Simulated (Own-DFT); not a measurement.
# Oxygen vacancies under two functionals: monoclinic HfO2, Hf32O62

All values are computed. Each geometry was run twice at fixed positions with Own-DFT, a retired in-house plane-wave program that no person has reviewed: with PBE, and with HSE06 (exact exchange share 0.25 at short range, screening 0.11 per bohr, Gygi-Baldereschi treatment of its divergence). Both used PseudoDojo norm-conserving files made for PBE, a cutoff of 48 hartree, the Gamma point alone, fixed occupations, a neutral cell and no spin. The unstrained cell is 10.1 Å across at its thinnest, so Gamma alone is coarse and defects feel their images. The hafnium file keeps the 4f electrons in the core, and its forces lie about 75 meV/Å off all-electron values. The oxygen file's force components were 24 meV/Å off all-electron values in a glass.

Cell vectors in Å: (10.234, 0.000, 0.000); (0.000, 10.350, 0.000); (-1.696, 0.000, 10.445). Atoms were moved at random from their ideal sites, and each line below averages several runs of one case and one width of the moves; u² is the mean square move along one axis. E is the PBE energy of the cell and D the HSE06 energy less the PBE one, each over its lowest single run, with the standard error of the mean. Within a case the pair of sites differs from run to run.

- A: two O taken from sites with four and four neighbours, under 3.2 Å apart
- B: two O taken from sites with three and four neighbours, under 3.2 Å apart
- C: two O taken from sites with three and three neighbours, under 3.2 Å apart

| case | runs | u² (Å²) | E (eV) | error of E | D (eV) | error of D |
|---|---|---|---|---|---|---|
| A | 8 | 0.000856 | 0.260 | 0.054 | 0.107 | 0.014 |
| A | 8 | 0.002472 | 4.195 | 0.162 | 0.267 | 0.018 |
| A | 8 | 0.006302 | 13.223 | 0.546 | 0.778 | 0.043 |
| B | 8 | 0.000928 | 0.519 | 0.099 | 0.084 | 0.009 |
| B | 8 | 0.002449 | 4.045 | 0.227 | 0.255 | 0.021 |
| B | 8 | 0.006535 | 13.574 | 0.641 | 0.742 | 0.074 |
| C | 8 | 0.000906 | 0.751 | 0.090 | 0.050 | 0.009 |
| C | 8 | 0.002379 | 4.255 | 0.226 | 0.238 | 0.030 |

Q: how do the cases differ under PBE, and what does HSE06 change?

## Working it out

Fit E and D each to a + b u², with one a for each case and lines weighted by their errors. Against A, in eV:

```
case          PBE  change by HSE06        HSE06
   B  0.06 ± 0.10   -0.024 ± 0.014  0.03 ± 0.11
   C  0.36 ± 0.10   -0.052 ± 0.014  0.31 ± 0.10
```

Under PBE, C lies above A by more than three errors. D is known much better than E, because both runs of a geometry share the same random moves. HSE06 moves C down against A. The slope b is 2376 ± 55 eV/Å² for E and 118 ± 6 for D, so at this fixed cell HSE06 makes random moves about 5 % costlier. The vacancies are unrelaxed, and relaxation differs between sites.
